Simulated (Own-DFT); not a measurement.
# Computed records: Al₃GaN₄ (wurtzite random alloy, strained, atoms displaced)

All values are calculated (Own-DFT development build). A calculation, not a measurement: plane-wave PBE density functional theory by an unreviewed code, no spin, of a simulated periodic cell, stress positive in tension, free energy of the whole cell less one offset for each atom, forces on such cells passed a denser k mesh, this cell's mesh not checked; offsets are fitted by least squares, one for each functional and potential file, so energies compare only between cells with the same atoms and settings and are not formation energies; the far tail of each file's local potential was reset to the Coulomb form; each entry is a single point on an unrelaxed cell, so the pressure reflects the starting lattice, mostly measured values, from which strain is counted, and rises with the displacements; printed positions are rounded, which can move forces by about a meV/angstrom; the program is a retired in-house code; no spin-orbit coupling.

Settings shared by all entries: functional PBE; potential files PseudoDojo norm-conserving, scalar-relativistic, standard set with the stringent files for Ga; wave cutoff 96 hartree; occupations Gaussian; smearing width 0.01 eV; k mesh 4 x 4 x 3 centred on Gamma.

(1) Al₃GaN₄ (wurtzite random alloy, strained, atoms displaced)

```
Al3GaN4
1.0
      9.4642     0.0000     0.0000
     -4.7321     8.1962     0.0000
      0.0000     0.0000    10.0655
Al N Al N Al N Al N Al Ga N Ga Al N Al N Ga N Al N Al N Al N Al Ga N Al N Al Ga N Ga N Al N Al N Al Ga N
2 2 2 2 2 2 2 2 1 1 2 1 1 2 2 2 2 2 2 2 2 2 2 2 1 1 2 2 2 1 1 2 2 2 2 2 2 2 1 1 2
Direct
  0.11531 0.22342 0.99686
  0.22625 0.11995 0.24244
  0.09567 0.21460 0.19039
  0.21150 0.09773 0.44084
  0.10948 0.22689 0.51401
  0.22405 0.10838 0.75654
  0.11898 0.21882 0.69396
  0.21870 0.10671 0.93955
  0.10659 0.55521 0.99415
  0.22280 0.44739 0.25139
  0.10003 0.54891 0.18833
  0.23187 0.45405 0.44215
  0.10771 0.55893 0.49389
  0.21919 0.45528 0.74627
  0.09741 0.55345 0.69098
  0.22348 0.45787 0.94173
  0.11880 0.89409 0.00443
  0.22001 0.77952 0.24951
  0.11308 0.89377 0.18944
  0.22002 0.78183 0.43744
  0.11252 0.88539 0.50013
  0.21690 0.77601 0.74574
  0.11281 0.88773 0.68787
  0.21947 0.77026 0.94627
  0.44677 0.21910 0.00196
  0.56090 0.11751 0.23868
  0.44293 0.22589 0.19270
  0.55927 0.11533 0.44357
  0.43230 0.22541 0.50266
  0.55451 0.10756 0.75018
  0.44545 0.22501 0.69972
  0.55541 0.10754 0.93541
  0.46193 0.56159 0.99316
  0.54249 0.43068 0.25149
  0.44469 0.55849 0.19306
  0.54352 0.43393 0.43982
  0.44357 0.54484 0.49894
  0.56969 0.45614 0.74944
  0.45173 0.55235 0.68769
  0.56206 0.44913 0.93128
  0.43758 0.87461 0.00439
  0.55747 0.77985 0.25363
  0.44716 0.88586 0.18385
  0.54253 0.77907 0.44616
  0.44346 0.89208 0.49615
  0.54845 0.76616 0.75046
  0.44058 0.88891 0.68628
  0.55889 0.78031 0.94206
  0.76844 0.22061 0.99885
  0.89840 0.11603 0.24967
  0.77996 0.23190 0.18875
  0.88966 0.11330 0.43408
  0.77093 0.21939 0.50037
  0.88984 0.11787 0.74723
  0.78137 0.21774 0.69216
  0.89201 0.11184 0.94446
  0.77895 0.55839 0.99977
  0.89295 0.44002 0.25118
  0.76624 0.55485 0.18800
  0.88463 0.44522 0.43356
  0.77753 0.54424 0.50021
  0.89069 0.44151 0.74242
  0.77015 0.54358 0.68661
  0.89455 0.44486 0.95089
  0.78830 0.89618 0.00730
  0.87570 0.76681 0.24686
  0.78144 0.88489 0.19060
  0.88200 0.77443 0.43761
  0.77809 0.88135 0.49571
  0.89211 0.78359 0.74758
  0.77745 0.88995 0.68592
  0.88189 0.75883 0.94416
```

Results for Al₃GaN₄ (wurtzite random alloy, strained, atoms displaced): free energy of cell above offsets -22.521 eV; pressure 3.48 GPa; stress xx -2.99 GPa; stress yy -2.42 GPa; stress zz -5.02 GPa; stress yz 0.37 GPa; stress xz 0.72 GPa; stress xy -0.2 GPa.

Force:
| element | x (eV/Å) | y (eV/Å) | z (eV/Å) |
| --- | --- | --- | --- |
| Al | -1.118 | 0.94 | 0.161 |
| Al | -1.312 | -1.768 | 1.598 |
| N | 3.8 | 2.595 | -1.218 |
| N | -0.999 | 2.893 | -1.114 |
| Al | 0.382 | -0.911 | -2.784 |
| Al | 0.443 | 0.255 | -1.167 |
| N | -0.69 | 1.483 | 0.602 |
| N | 0.574 | 0.674 | 1.078 |
| Al | 0.532 | -0.099 | 1.647 |
| Al | -0.357 | -0.119 | -0.728 |
| N | 2.696 | 1.247 | -0.27 |
| N | -1.65 | -1.458 | 0.298 |
| Al | 0.509 | -0.075 | 0.098 |
| Al | 1.623 | -1.076 | 0.848 |
| N | 2.112 | 0.966 | -1.451 |
| N | 1.866 | -1.39 | -0.871 |
| Al | -0.576 | -1.865 | -0.45 |
| Ga | 0.2 | -0.415 | -0.842 |
| N | -0.967 | 0.214 | -0.012 |
| N | 1.643 | -1.353 | 0.834 |
| Ga | -1.689 | -0.166 | -0.436 |
| Al | 0.689 | 0.335 | 1.073 |
| N | 0.324 | 0.6 | 1.428 |
| N | -0.425 | 1.523 | -1.418 |
| Al | -0.291 | 0.742 | -1.386 |
| Al | 0.021 | -0.961 | 1.838 |
| N | 0.504 | -1.494 | -1.501 |
| N | -0.843 | -0.581 | -1.349 |
| Ga | 1.194 | -2.222 | 0.893 |
| Ga | -0.305 | 0.167 | -0.861 |
| N | -0.596 | 0.35 | -0.32 |
| N | -0.673 | -0.455 | 2.651 |
| Al | -1.947 | -0.377 | 1.161 |
| Al | 0.484 | 3.209 | 0.064 |
| N | 0.211 | -0.753 | -0.517 |
| N | 1.262 | 2.041 | -0.703 |
| Al | -0.517 | 2.233 | 0.207 |
| Al | -1.571 | -2.406 | -0.001 |
| N | -1.514 | -1.093 | -0.219 |
| N | -0.841 | -1.623 | 1.263 |
| Al | 0.219 | 0.822 | -1.611 |
| Al | 0.044 | -0.283 | 0.014 |
| N | 0.083 | 1.162 | 1.481 |
| N | 2.496 | -0.918 | -1.105 |
| Al | -0.478 | 0.511 | 0.508 |
| Ga | 0.103 | 2.067 | -0.35 |
| N | -0.536 | -1.307 | 0.019 |
| N | 0.695 | 0.169 | 0.547 |
| Al | 1.793 | 0.593 | 0.079 |
| Al | -2.888 | -1.726 | 0.42 |
| N | 0.233 | -3.164 | -0.767 |
| N | -0.048 | 0.128 | 1.63 |
| Al | 1.137 | -0.057 | -0.469 |
| Ga | 1.793 | -1.899 | 1.243 |
| N | -1.739 | 2 | -1.464 |
| N | -0.296 | 0.191 | 0.13 |
| Ga | 0.684 | -3.181 | 1.037 |
| Ga | -2.269 | 1.164 | -1.082 |
| N | 0.097 | -1.039 | 1.498 |
| N | 1.167 | -0.62 | 2.735 |
| Al | -1.883 | 1.274 | -0.636 |
| Al | -1.972 | -0.73 | 2.176 |
| N | 2.055 | 1.086 | -0.623 |
| N | -1.077 | -1.444 | -2.592 |
| Al | -0.39 | -1.149 | -1.359 |
| Al | 1.409 | 0.847 | 0.553 |
| N | -1.36 | 1.019 | 0.64 |
| N | 0.53 | -1.557 | -0.064 |
| Al | -1.612 | 1.143 | 0.212 |
| Ga | -0.305 | -1.008 | 0.579 |
| N | -0.016 | -0.082 | -0.322 |
| N | 0.139 | 6.18 | -1.178 |

(2) Al₃GaN₄ (wurtzite random alloy, strained, atoms displaced)

```
Al3GaN4
1.0
      9.4642     0.0000     0.0000
     -4.7321     8.1962     0.0000
      0.0000     0.0000    10.0655
Al N Al Ga N Al Ga N Al N Al N Al N Al N Ga Al N Al N Al Ga N Ga N Al N Al Ga N Al Ga N Ga Al N Al N Al N Al N
2 2 1 1 2 1 1 2 2 2 2 2 2 2 2 2 1 1 2 2 2 1 1 2 2 2 2 2 1 1 2 1 1 2 1 1 2 2 2 2 2 2 2
Direct
  0.11039 0.22246 0.00205
  0.22329 0.11332 0.24774
  0.10946 0.21960 0.18351
  0.22772 0.11361 0.43405
  0.10093 0.21211 0.49944
  0.22172 0.10679 0.75235
  0.11917 0.22979 0.68942
  0.22908 0.11753 0.94730
  0.11409 0.55134 0.99206
  0.22060 0.44966 0.23895
  0.10808 0.55287 0.19233
  0.21668 0.43896 0.43494
  0.10625 0.54635 0.50737
  0.21487 0.44236 0.74854
  0.11200 0.55165 0.69679
  0.22771 0.44993 0.94141
  0.10951 0.88598 0.00433
  0.21602 0.77263 0.25800
  0.10006 0.88567 0.19231
  0.23343 0.78370 0.43772
  0.11454 0.88421 0.51069
  0.21888 0.77255 0.73711
  0.11874 0.89191 0.69785
  0.22618 0.78019 0.94466
  0.43970 0.21784 0.00437
  0.54978 0.11834 0.25104
  0.43894 0.21756 0.20029
  0.56223 0.11550 0.44741
  0.44597 0.21660 0.50469
  0.56398 0.10550 0.75654
  0.44680 0.22589 0.69662
  0.55131 0.10279 0.95167
  0.44774 0.55374 0.99449
  0.55494 0.44558 0.24754
  0.43898 0.54511 0.18401
  0.55951 0.44307 0.43833
  0.44367 0.55374 0.50390
  0.56183 0.44637 0.74669
  0.45118 0.57878 0.68789
  0.56013 0.45480 0.93891
  0.43647 0.88265 0.99872
  0.54997 0.77385 0.24588
  0.45732 0.89783 0.19228
  0.55349 0.77310 0.43920
  0.43876 0.87927 0.50674
  0.56458 0.77549 0.74120
  0.45618 0.89182 0.68360
  0.55365 0.77788 0.93895
  0.77593 0.22869 0.99825
  0.89285 0.10894 0.25695
  0.77740 0.22998 0.18678
  0.89382 0.11555 0.44838
  0.77517 0.22695 0.49677
  0.89127 0.11184 0.74801
  0.76670 0.21458 0.68342
  0.89176 0.10749 0.93681
  0.76178 0.54093 0.99726
  0.88385 0.43884 0.25631
  0.78143 0.55111 0.18230
  0.89371 0.44683 0.42828
  0.77343 0.55975 0.50159
  0.89745 0.44752 0.75841
  0.76700 0.55489 0.69526
  0.89474 0.44629 0.94865
  0.78179 0.89892 0.00211
  0.88157 0.77692 0.24357
  0.77404 0.88674 0.19829
  0.89505 0.77992 0.42901
  0.78956 0.89604 0.50156
  0.88480 0.77657 0.75652
  0.78347 0.89562 0.68559
  0.89173 0.78544 0.94298
```

The calculation gives: free energy of cell above offsets -21.924 eV; pressure 3.57 GPa; stress xx -3.38 GPa; stress yy -1.91 GPa; stress zz -5.42 GPa; stress yz -0.86 GPa; stress xz -0.87 GPa; stress xy -1.47 GPa.

Force:
| element | x (eV/Å) | y (eV/Å) | z (eV/Å) |
| --- | --- | --- | --- |
| Al | 0.222 | 0.108 | -0.957 |
| Al | -0.858 | -1.011 | 0.226 |
| N | 0.509 | -0.176 | 0.767 |
| N | -1.381 | -1.257 | 1.491 |
| Al | 2.607 | 2.08 | -0.151 |
| Ga | 0.196 | 1.895 | 0.881 |
| N | -0.331 | -0.451 | -0.472 |
| N | -0.95 | -1.018 | 0.031 |
| Al | -0.368 | 1.583 | 2.118 |
| Ga | 0.498 | -1.205 | 1.399 |
| N | -1.392 | 1.217 | -1.191 |
| N | 0.289 | 0.141 | 1.886 |
| Al | 0.601 | 0.326 | -2.253 |
| Al | 2.655 | 0.603 | 0.78 |
| N | -1.368 | 0.35 | -1.046 |
| N | -0.048 | -1.301 | -0.954 |
| Al | 0.187 | 0.257 | -0.036 |
| Al | 0.242 | 0.648 | -2.163 |
| N | 1.461 | 0.458 | -0.111 |
| N | -1.616 | -1.438 | 2.481 |
| Al | -0.531 | 0.969 | -2.637 |
| Al | 1.841 | 1.351 | 2.469 |
| N | -1.143 | -2.304 | -1.214 |
| N | -2.456 | -1.691 | -2.04 |
| Al | 0.816 | 0.651 | 0.157 |
| Al | 2.41 | -1.172 | 0.672 |
| N | -0.264 | 1.416 | -1.942 |
| N | 0 | -1.634 | -1.539 |
| Ga | -0.58 | 0.722 | -0.315 |
| Al | -2.028 | -0.078 | -0.095 |
| N | 0.956 | -1.326 | 0.244 |
| N | -0.018 | 2.711 | -1.939 |
| Al | -0.946 | 1.251 | 0.392 |
| Al | 0.467 | -0.232 | 0.447 |
| N | 1.142 | 0.71 | -0.526 |
| N | -0.715 | 0.871 | 0.274 |
| Al | -0.215 | -0.125 | -1.519 |
| Ga | -3.316 | -0.921 | 0.828 |
| N | -0.382 | -4.966 | -0.429 |
| N | -1.85 | -3.211 | -0.377 |
| Ga | 1.67 | 0.019 | 1.277 |
| Ga | 0.152 | -0.311 | 0.834 |
| N | -2.693 | -0.322 | 0.467 |
| N | 0.526 | 0.396 | 1.16 |
| Al | 1.902 | 1.574 | -2.271 |
| Al | -1.002 | 3.173 | 2.051 |
| N | -1.33 | -0.631 | 2.178 |
| N | 1.68 | -0.182 | -0.642 |
| Al | 0.958 | -1.509 | 1.032 |
| Ga | -1.197 | 0.631 | -0.88 |
| N | -0.068 | -1.021 | 0.593 |
| N | -1.525 | -0.666 | -0.147 |
| Al | 0.797 | -0.109 | -0.009 |
| Ga | -0.186 | 0.627 | -0.118 |
| N | 1.28 | 2.419 | 1.171 |
| N | -0.849 | 1.6 | 1.064 |
| Ga | 2.685 | 2.839 | 0.833 |
| Al | 0.473 | 0.953 | -3.447 |
| N | -1.354 | 0.208 | 2.195 |
| N | -0.664 | 0.241 | 4.697 |
| Al | 0.834 | -0.021 | -0.889 |
| Al | -1.856 | -1.196 | -0.606 |
| N | 4.579 | 2.057 | -1.423 |
| N | -0.055 | -0.517 | -2.27 |
| Al | -0.513 | -1.643 | 0.336 |
| Al | 1.031 | -0.788 | -0.027 |
| N | 0.589 | 0.228 | -1.836 |
| N | -0.102 | -0.163 | 2.586 |
| Al | -1.064 | -1.367 | -1.403 |
| Al | 0.116 | 0.579 | -0.105 |
| N | 1.007 | -1.606 | 0.301 |
| N | -0.162 | -0.295 | -0.342 |
